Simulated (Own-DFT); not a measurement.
## Calculated data, Si₃N₄ (beta silicon nitride, atoms displaced)

All values are calculated (Own-DFT development build). A calculation, not a measurement: plane-wave PBE density functional theory by an unreviewed code, no spin, of a simulated periodic cell, stress positive in tension, free energy of the whole cell less one offset for each atom, some atoms lie very close together; forces on such cells moved up to 12 meV/angstrom on a denser k mesh; offsets are fitted by least squares, one for each functional and potential file, so energies compare only between cells with the same atoms and settings and are not formation energies; the far tail of each file's local potential was reset to the Coulomb form; each entry is a single point on an unrelaxed cell, so the pressure reflects the starting lattice, mostly measured values (interpolated for alloys), from which strain is counted, and rises with the displacements; printed positions are rounded, which can move forces by about a meV/angstrom; the program, named Own-DFT, is a retired in-house code; no spin-orbit coupling; before rounding, a Quantum ESPRESSO 7.3.1 run of the same cell and cutoff gave forces within 1 meV/angstrom rms on each cell, which checks the program and not the settings.

Common to all runs: functional PBE; potential files PseudoDojo norm-conserving, scalar-relativistic, standard set; wave cutoff 42 hartree; occupations Fermi-Dirac; smearing width 0.1 eV; k mesh 2 x 2 x 4 centred on Gamma.

(1) Si₃N₄ (beta silicon nitride, atoms displaced)

```xyz
112
Lattice="15.2120 0.0000 0.0000 -7.6060 13.1740 0.0000 0.0000 0.0000 5.8180" Properties=species:S:1:pos:R:3 Si3N4
Si    -1.6490     5.0022     0.6792
Si     0.1711     2.5578     0.5129
Si     1.4084     5.4323     0.7803
Si     5.4972     1.5614     2.0851
Si     3.5864     3.9046     2.1755
Si     2.4161     1.1086     2.1626
N      2.4577     0.0661     0.7968
N      6.3917     1.9162     0.8898
N      2.5643     4.3484     0.4882
N      1.4509     6.5210     2.1534
N     -2.3299     4.7089     2.2702
N      1.1000     2.2713     2.1657
N      0.0343     4.4720     0.7125
N      3.8196     2.2086     2.3026
Si    -1.5232     5.0220     3.6051
Si     0.1820     2.6360     3.8072
Si     1.3019     5.3253     3.6038
Si     5.4282     1.4869     4.9237
Si     3.4650     3.8751     5.0615
Si     2.4163     1.1815     5.0279
N      2.3184     0.0395     3.8114
N      6.1785     2.3135     3.5569
N      2.9175     4.3727     3.7647
N      1.4838     6.4017     5.1406
N     -2.5444     4.6542     5.1313
N      1.1498     2.1736     5.0340
N     -0.0293     4.4113     3.6700
N      3.7967     2.4167     5.0888
Si    -5.4085    11.7734     0.5710
Si    -3.7027     9.3024     0.7426
Si    -2.3917    12.0589     0.5611
Si     1.5745     8.0550     2.2249
Si    -0.1747    10.2968     2.0845
Si    -1.4033     7.6186     2.1499
N     -1.4820     6.8861     0.8629
N      2.4872     8.5488     0.6881
N     -0.9124    11.1232     0.8102
N     -2.3860    12.9481     2.3115
N     -6.1060    11.1300     2.1378
N     -2.7000     8.7828     2.1280
N     -3.7413    11.0982     0.7548
N      0.0215     8.8167     2.3349
Si    -5.4323    11.5496     3.5532
Si    -3.6017     9.2329     3.5021
Si    -2.4501    11.9499     3.6672
Si     1.5526     8.2893     5.1511
Si    -0.1058    10.4244     5.0764
Si    -1.4276     7.7008     5.1026
N     -1.5045     6.8126     3.5917
N      2.5043     8.5760     3.5748
N     -1.1028    10.8734     3.6713
N     -2.4509    13.0447     5.1644
N     -6.1096    11.1315     5.1533
N     -2.6916     8.8515     5.1121
N     -3.8308    11.0899     3.7294
N     -0.1038     8.8805     5.0579
Si     6.0961     4.9724     0.8135
Si     7.7912     2.7415     0.7216
Si     9.2034     5.5071     0.4975
Si    13.1905     1.4825     2.1881
Si    11.2220     4.0287     2.1918
Si    10.0719     0.9705     2.0749
N     10.0268     0.1775     0.6568
N     13.7384     2.0131     0.6230
N     10.4684     4.4959     0.8377
N      9.0933     6.1956     2.2194
N      5.1452     4.4371     2.3287
N      8.5973     2.1384     2.1213
N      7.6440     4.2779     0.6350
N     11.5585     2.1927     2.0381
Si     6.0385     4.9530     3.5272
Si     7.8582     2.6054     3.6773
Si     9.0647     5.3795     3.6598
Si    12.9743     1.4655     5.0332
Si    11.1710     3.8310     5.0999
Si    10.1385     1.0832     5.0725
N     10.0460     0.3210     3.7736
N     13.7736     2.0126     3.7264
N     10.3809     4.4499     3.7740
N      8.8998     6.4555     5.1954
N      5.2716     4.4202     5.1785
N      8.4701     2.1421     5.0448
N      7.5355     4.2476     3.5852
N     11.5020     2.2044     5.1078
Si     2.3023    11.7109     0.6371
Si     3.9016     9.2349     0.6669
Si     5.3423    11.9811     0.7541
Si     9.1635     8.1009     2.0117
Si     7.3735    10.5010     2.1436
Si     6.2244     7.7361     2.2329
N      6.0604     6.8229     0.8952
N      9.8527     8.5992     0.9187
N      6.6785    10.8918     0.7401
N      5.3392    13.0301     2.2456
N      1.2822    11.0317     2.0328
N      4.7740     8.7968     2.1887
N      3.9191    10.9469     0.6767
N      7.6741     8.6394     2.1216
Si     2.0460    11.6435     3.5450
Si     4.0220     9.0869     3.5429
Si     5.1083    11.9439     3.6723
Si     9.2066     7.9898     5.2457
Si     7.4161    10.4163     4.9989
Si     6.2303     7.8005     4.9904
N      6.1371     6.9041     3.6538
N     10.1646     8.5586     3.6763
N      6.7157    10.9694     3.6694
N      5.4499    12.8508     5.1188
N      1.3408    11.1909     5.0608
N      4.6881     8.7211     5.0809
N      3.7408    10.9582     3.6798
N      7.6158     8.7290     5.0805
```

* free energy of cell above offsets: 21.764 eV
* pressure: 14.98 GPa
* stress xx: -11.83 GPa
* stress yy: -16.54 GPa
* stress zz: -16.58 GPa
* stress yz: 1.35 GPa
* stress xz: -1.47 GPa
* stress xy: -0.49 GPa

Force:
| element | x (eV/Å) | y (eV/Å) | z (eV/Å) |
| --- | --- | --- | --- |
| Si | 2.322 | 2.18 | 2.207 |
| Si | 0.975 | 3.535 | 6.599 |
| Si | -1.296 | 3.532 | -2.284 |
| Si | -4.565 | -2.849 | 6.613 |
| Si | -2.051 | -1.397 | -0.113 |
| Si | 1.593 | 0.043 | 2.109 |
| N | 0.017 | 11.54 | -0.756 |
| N | -1.044 | -0.125 | -7.638 |
| N | 2.643 | -0.982 | 6.77 |
| N | -0.897 | -9.808 | 0.92 |
| N | -3.931 | -2.325 | -4.054 |
| N | -2.71 | -0.699 | -0.016 |
| N | -3.265 | -3.083 | -0.367 |
| N | -0.837 | -1.837 | -1.783 |
| Si | -2.724 | 3.446 | 3.933 |
| Si | 0.279 | 1.043 | -6.988 |
| Si | 5.759 | 4.87 | 2.51 |
| Si | -0.339 | 4.842 | 1.912 |
| Si | 6.76 | 5.523 | 5.536 |
| Si | 5.622 | -2.651 | 1.916 |
| N | -0.299 | 3.902 | -3.286 |
| N | -1.289 | -4.51 | 1.077 |
| N | -7.389 | 4.986 | -11.41 |
| N | -1.407 | 1.337 | -1.782 |
| N | 2.067 | 0.203 | -1.896 |
| N | -3.315 | 1.354 | 1.136 |
| N | 0.783 | -3.987 | 0.368 |
| N | 1.611 | -14.34 | 0.455 |
| Si | 2.567 | -7.951 | 5.065 |
| Si | 3.425 | 1.436 | -1.088 |
| Si | 1.994 | -2.734 | 8.51 |
| Si | 1.341 | 6.856 | -0.231 |
| Si | -5.98 | 8.537 | 1.456 |
| Si | 0.624 | 7.928 | 7.192 |
| N | 0.186 | -7.365 | -10.72 |
| N | -5.108 | -1.203 | 2.286 |
| N | -0.663 | -0.866 | -3.439 |
| N | 0.336 | 2.362 | -2.966 |
| N | -3.636 | -0.813 | -2.335 |
| N | -1.86 | 0.476 | -0.602 |
| N | -2.571 | -3.267 | -0.526 |
| N | 0.541 | -9.616 | -0.523 |
| Si | 1.594 | 0.469 | 3.109 |
| Si | 3.771 | 3.101 | 3.617 |
| Si | 2.053 | 1.346 | -0.971 |
| Si | 0.048 | -4.085 | -3.204 |
| Si | -6.575 | 7.036 | 0.459 |
| Si | -0.239 | 1.632 | 0.298 |
| N | 0.913 | -2.381 | 3.018 |
| N | -5.009 | -1.405 | 1.525 |
| N | 2.057 | 0.204 | -0.232 |
| N | 0.32 | 1.266 | -5.089 |
| N | -5.121 | -2.94 | -5.324 |
| N | -3.162 | -0.268 | -0.164 |
| N | -0.372 | -4.67 | -0.936 |
| N | 2.846 | -7.697 | 1.059 |
| Si | -2.139 | 1.365 | -2.021 |
| Si | 2.178 | -5.301 | -0.006 |
| Si | -3.511 | -6.65 | 12.27 |
| Si | -3.127 | 2.632 | -0.764 |
| Si | 2.096 | -3.376 | 2.984 |
| Si | -0.319 | 7.345 | 4.478 |
| N | 0.526 | -0.801 | -0.308 |
| N | 3.351 | 0.114 | 1.04 |
| N | 0.504 | -0.896 | -4.71 |
| N | 0.261 | 3.837 | -3.095 |
| N | 0.354 | 1.635 | -5.812 |
| N | 3.368 | -1.791 | 1.515 |
| N | 1.753 | 7.944 | -0.05 |
| N | -1.888 | 0.237 | 1.305 |
| Si | -0.292 | 1.778 | 7.612 |
| Si | -1.729 | 0.732 | -5.33 |
| Si | -5.56 | 0.38 | -1.324 |
| Si | 0.018 | -2.488 | 2.185 |
| Si | 0.842 | 1.146 | 2.257 |
| Si | -2.317 | 7.242 | 4.555 |
| N | -0.602 | -7.133 | -9.936 |
| N | 3.156 | 1.012 | -2.361 |
| N | 2.278 | -1.825 | -1.636 |
| N | -0.672 | -1.245 | -7.498 |
| N | -0.79 | 2.039 | -0.615 |
| N | 5.741 | -2.843 | 4.452 |
| N | 4.822 | 4.624 | 0.119 |
| N | -3.398 | -1.822 | -0.478 |
| Si | -1.123 | -5.185 | 0.485 |
| Si | 5.524 | 1.258 | 1.457 |
| Si | -1.024 | -0.702 | 0.797 |
| Si | -5.75 | -9.177 | 19.71 |
| Si | 4.648 | -2.646 | 2.107 |
| Si | -0.638 | 1.54 | -1.046 |
| N | 0.694 | -2.956 | -4.399 |
| N | 11.98 | 6.116 | -16.95 |
| N | -1.817 | 1.411 | -2.471 |
| N | -0.236 | -4.009 | -0.666 |
| N | 6.363 | 4.254 | 1.315 |
| N | 2.86 | -0.899 | -4.069 |
| N | -1.494 | 2.477 | 0.545 |
| N | -4.356 | 3.899 | 0.934 |
| Si | 2.263 | -1.034 | 0.197 |
| Si | -0.193 | 4.006 | 4.047 |
| Si | 1.791 | -0.208 | -0.319 |
| Si | 0.949 | 8.129 | -4.424 |
| Si | 3.535 | 0.046 | 4.395 |
| Si | -2.75 | -0.91 | 5.441 |
| N | 0.075 | -5.124 | -0.818 |
| N | -5.555 | -3.091 | 0.544 |
| N | -3.71 | 1.586 | -3.396 |
| N | -1.187 | 2.663 | -0.734 |
| N | 3.165 | 1.337 | -0.388 |
| N | 2.998 | -0.643 | -0.924 |
| N | -0.563 | 0.33 | -1.016 |
| N | 1.251 | 0.507 | -0.102 |

(2) Si₃N₄ (beta silicon nitride, atoms displaced)

```xyz
112
Lattice="15.2120 0.0000 0.0000 -7.6060 13.1740 0.0000 0.0000 0.0000 5.8180" Properties=species:S:1:pos:R:3 Si3N4
Si    -1.6763     4.9886     0.5373
Si     0.2673     2.5476     0.7038
Si     1.4262     5.5017     0.6735
Si     5.5820     1.6678     2.3813
Si     3.6915     3.8853     2.2902
Si     2.3642     1.2644     2.3077
N      2.3649     0.1665     0.8216
N      6.2301     1.9431     0.7543
N      2.7350     4.3167     0.8097
N      1.2065     6.3007     2.2291
N     -2.4307     4.4903     2.3297
N      0.8773     2.2704     2.2389
N     -0.1001     4.4064     0.7985
N      3.8215     2.1771     2.2405
Si    -1.4889     5.2270     3.6466
Si     0.1485     2.7816     3.5873
Si     1.3662     5.3840     3.5435
Si     5.4888     1.5248     5.1658
Si     3.4333     4.0130     5.0903
Si     2.5392     1.2913     5.1773
N      2.5106     0.2034     3.7279
N      6.1568     2.0907     3.6214
N      2.7901     4.4684     3.7091
N      1.3705     6.4603     5.2208
N     -2.4886     4.5722     5.1178
N      0.8831     2.3765     5.0726
N     -0.0468     4.3878     3.7717
N      3.8671     2.2601     4.9753
Si    -5.3564    11.6785     0.7559
Si    -3.5381     9.2043     0.5794
Si    -2.2239    12.0140     0.7520
Si     1.6379     7.9670     2.1931
Si    -0.1268    10.4886     2.2047
Si    -1.3143     7.7340     2.1671
N     -1.3470     6.7461     0.7427
N      2.6827     8.6469     0.5919
N     -0.9763    11.0472     0.6713
N     -2.3735    13.1065     2.1147
N     -6.0858    11.1149     2.0221
N     -2.9526     8.8017     2.0910
N     -3.8996    11.0349     0.7176
N      0.0776     8.7353     2.2117
Si    -5.2706    11.8618     3.5264
Si    -3.6410     9.2432     3.7401
Si    -2.5215    12.0551     3.7139
Si     1.5408     8.2669     5.0199
Si    -0.3139    10.6849     5.0734
Si    -1.4401     7.6324     4.9706
N     -1.5852     6.7156     3.6695
N      2.3527     8.6247     3.5356
N     -0.9645    10.8559     3.6817
N     -2.2859    12.9131     5.1612
N     -6.1566    11.2896     5.1628
N     -2.7183     8.6702     4.9029
N     -3.7827    10.8538     3.5746
N     -0.0488     9.0181     5.2557
Si     6.0485     5.0799     0.6414
Si     7.7879     2.5957     0.7188
Si     8.9859     5.3651     1.0108
Si    12.8970     1.5171     2.1208
Si    11.2254     3.8957     2.0743
Si    10.1566     1.2388     2.0992
N     10.1087     0.2543     0.7024
N     13.7378     1.9638     0.5199
N     10.2795     4.3428     0.8103
N      8.8847     6.3958     2.2093
N      5.2349     4.5097     2.1497
N      8.6629     2.1950     2.2569
N      7.5917     4.3735     0.7809
N     11.5784     2.2181     2.2485
Si     5.9705     5.1038     3.6959
Si     7.7459     2.5988     3.6634
Si     8.8925     5.4702     3.6187
Si    12.8199     1.3647     5.2153
Si    11.2788     3.9997     5.2359
Si     9.8236     1.1583     5.0820
N      9.9212     0.0161     3.8080
N     13.9925     1.9904     3.7280
N     10.2924     4.3771     3.8948
N      8.9531     6.2871     4.9842
N      5.1957     4.4683     5.2537
N      8.6109     2.1096     4.9803
N      7.6647     4.5159     3.5457
N     11.3289     2.0612     5.2454
Si     2.3165    11.7648     0.7723
Si     3.9673     9.2845     0.6540
Si     5.1138    11.9339     0.8425
Si     9.2535     8.0160     2.3131
Si     7.4831    10.6581     2.1831
Si     6.2432     7.9230     1.9932
N      6.1543     6.9491     0.6505
N      9.9487     8.5474     0.5548
N      6.4705    11.0103     0.7129
N      5.1403    12.8638     2.1537
N      1.4080    11.1263     2.1412
N      5.0535     8.6436     2.1162
N      3.8355    10.9824     0.7974
N      7.6652     8.8393     2.1948
Si     2.1059    11.5201     3.6038
Si     4.0640     9.1436     3.5350
Si     5.1890    11.9959     3.5702
Si     9.2289     8.1697     5.1065
Si     7.3022    10.6530     5.1910
Si     6.2990     7.7548     5.2424
N      6.1024     6.8523     3.6620
N     10.0551     8.6961     3.7354
N      6.6565    10.8756     3.5210
N      5.1292    12.9448     4.9297
N      1.3458    11.2146     5.0188
N      4.9177     8.7641     5.0418
N      3.7674    11.0414     3.5443
N      7.5320     8.8534     5.1780
```

* free energy of cell above offsets: 25.761 eV
* pressure: 15.95 GPa
* stress xx: -17.88 GPa
* stress yy: -12.67 GPa
* stress zz: -17.3 GPa
* stress yz: -2.98 GPa
* stress xz: -3.04 GPa
* stress xy: -0.54 GPa

Force:
| element | x (eV/Å) | y (eV/Å) | z (eV/Å) |
| --- | --- | --- | --- |
| Si | 4.885 | 1.722 | 9.73 |
| Si | -5.918 | 3.968 | 1.372 |
| Si | -3.323 | -4.877 | 3.28 |
| Si | -10.14 | -6.378 | -14.98 |
| Si | -1.477 | -0.21 | -2.226 |
| Si | 0.681 | -1.726 | -1.994 |
| N | 0.226 | 6.071 | 0.15 |
| N | 1.436 | 0.596 | 1.546 |
| N | -0.358 | 1.539 | 0.206 |
| N | 1.707 | 2.485 | -2.587 |
| N | 1.108 | 2.217 | -2.794 |
| N | 5.039 | -2.706 | -2.036 |
| N | 2.61 | -1.003 | -0.643 |
| N | 0.42 | 1.04 | 0.187 |
| Si | -3.364 | -12.49 | -1.749 |
| Si | -1.004 | -1.158 | 2.796 |
| Si | -1.162 | -0.532 | 5.182 |
| Si | -3.496 | -0.675 | -1.058 |
| Si | 4.857 | -2.791 | 4.719 |
| Si | -3.505 | -2.596 | 0.823 |
| N | 0.222 | 7.557 | 0.013 |
| N | 5.916 | 2.856 | 12.87 |
| N | -0.99 | 1.019 | -3.854 |
| N | 0.413 | 2.495 | -5.577 |
| N | 2.351 | 1.612 | -4.87 |
| N | 7.349 | -3.42 | -1.958 |
| N | 1.844 | 4.436 | -0.715 |
| N | 0.549 | 0.407 | 1.119 |
| Si | -0.371 | 1.244 | -4.603 |
| Si | -3.487 | 1.947 | 1.114 |
| Si | -7.145 | 1.613 | 2.562 |
| Si | -0.306 | 2.316 | -2.766 |
| Si | -1.783 | -1.111 | -0.723 |
| Si | -3.033 | 0.792 | -1.473 |
| N | -1.183 | 0.255 | -1.962 |
| N | -16.17 | -8.34 | 1.142 |
| N | 1.585 | -1.326 | 4.823 |
| N | 0.873 | -1.713 | 3.234 |
| N | -2.813 | 0.541 | 6.979 |
| N | 3.992 | -2.578 | 2.111 |
| N | 8.308 | -2.466 | -0.875 |
| N | -0.76 | -0.067 | 0.002 |
| Si | -2.979 | -10.39 | 1.74 |
| Si | 1.07 | 0.109 | -6.358 |
| Si | 1.698 | -1.661 | -3.454 |
| Si | -0.347 | 0.02 | 2.504 |
| Si | 6.048 | -2.781 | 1.904 |
| Si | 3.566 | 3.689 | 6.579 |
| N | 1.031 | 8.032 | -3.592 |
| N | 2.18 | -0.427 | 0.965 |
| N | -4.749 | 3.459 | -6.339 |
| N | 0.131 | 3.239 | -2.095 |
| N | -2.735 | -0.296 | -3.687 |
| N | -0.4 | 0.617 | 4.454 |
| N | 0.17 | 6.245 | 0.683 |
| N | 0.725 | -5.817 | -1.363 |
| Si | 0.809 | 2.353 | 4.415 |
| Si | 1.815 | 2.464 | 0.671 |
| Si | -1.937 | -0.192 | -8.497 |
| Si | 11.84 | -3.409 | 1.079 |
| Si | 0.59 | 0.544 | 7.49 |
| Si | -1.378 | -1.916 | 3.73 |
| N | -1.334 | 0.138 | 1.444 |
| N | 3.483 | 0.889 | 7.467 |
| N | 1.778 | -0.459 | -0.442 |
| N | 1.132 | 1.53 | 1.787 |
| N | 0.694 | 1.316 | 1.232 |
| N | -0.179 | -0.905 | -2.487 |
| N | 0.628 | -1.218 | -0.376 |
| N | -10.02 | 2.571 | 0.215 |
| Si | 1.573 | 1.672 | -0.994 |
| Si | 2.99 | 5.362 | -2.047 |
| Si | 5.064 | -1.036 | 2.487 |
| Si | 1.683 | 1.492 | -6.36 |
| Si | -6.92 | -4.469 | -3.374 |
| Si | 7.652 | -4.47 | -1.344 |
| N | 0.084 | 4.213 | -3.439 |
| N | -7.433 | -3.755 | -2.045 |
| N | 0.853 | -0.187 | -4.369 |
| N | 0.497 | 5.076 | 6.122 |
| N | -2.145 | 0.123 | -5.285 |
| N | -5.97 | 3.313 | 3.554 |
| N | -6.945 | -7.258 | 0.512 |
| N | -2.107 | 3.694 | -0.505 |
| Si | -2.197 | -2.87 | -2.074 |
| Si | 14.57 | 4.199 | -0.096 |
| Si | 1.641 | 2.461 | -5.097 |
| Si | -1.225 | 5.183 | -2.873 |
| Si | 1.52 | -4.074 | -3.093 |
| Si | 15.04 | -9.814 | 3.966 |
| N | -0.405 | -10.42 | 7.809 |
| N | 6.507 | 1.509 | 9.615 |
| N | 1.479 | 0.2 | 2.951 |
| N | 0.409 | 5.245 | 0.658 |
| N | -0.017 | 0.777 | -1.66 |
| N | -19.76 | 11.82 | 1.134 |
| N | -3.05 | -1.461 | -0.625 |
| N | 1.601 | -0.011 | -0.045 |
| Si | 3.645 | 1.885 | 0.547 |
| Si | 1.957 | 2.198 | 1.166 |
| Si | 0.048 | -2.016 | 1.284 |
| Si | -7.42 | -3.88 | -4.913 |
| Si | 4.593 | -3.134 | -4.578 |
| Si | -0.04 | 4.689 | -12.81 |
| N | 0.363 | -1.21 | -0.276 |
| N | -3.012 | -2.676 | -2.39 |
| N | -3.645 | 3.731 | 4.759 |
| N | 0.438 | -2.968 | 3.381 |
| N | -0.348 | -0.238 | 4.348 |
| N | -2.994 | 1.916 | -0.114 |
| N | 0.465 | -4.419 | 0.218 |
| N | 3.047 | 1.303 | -0.298 |
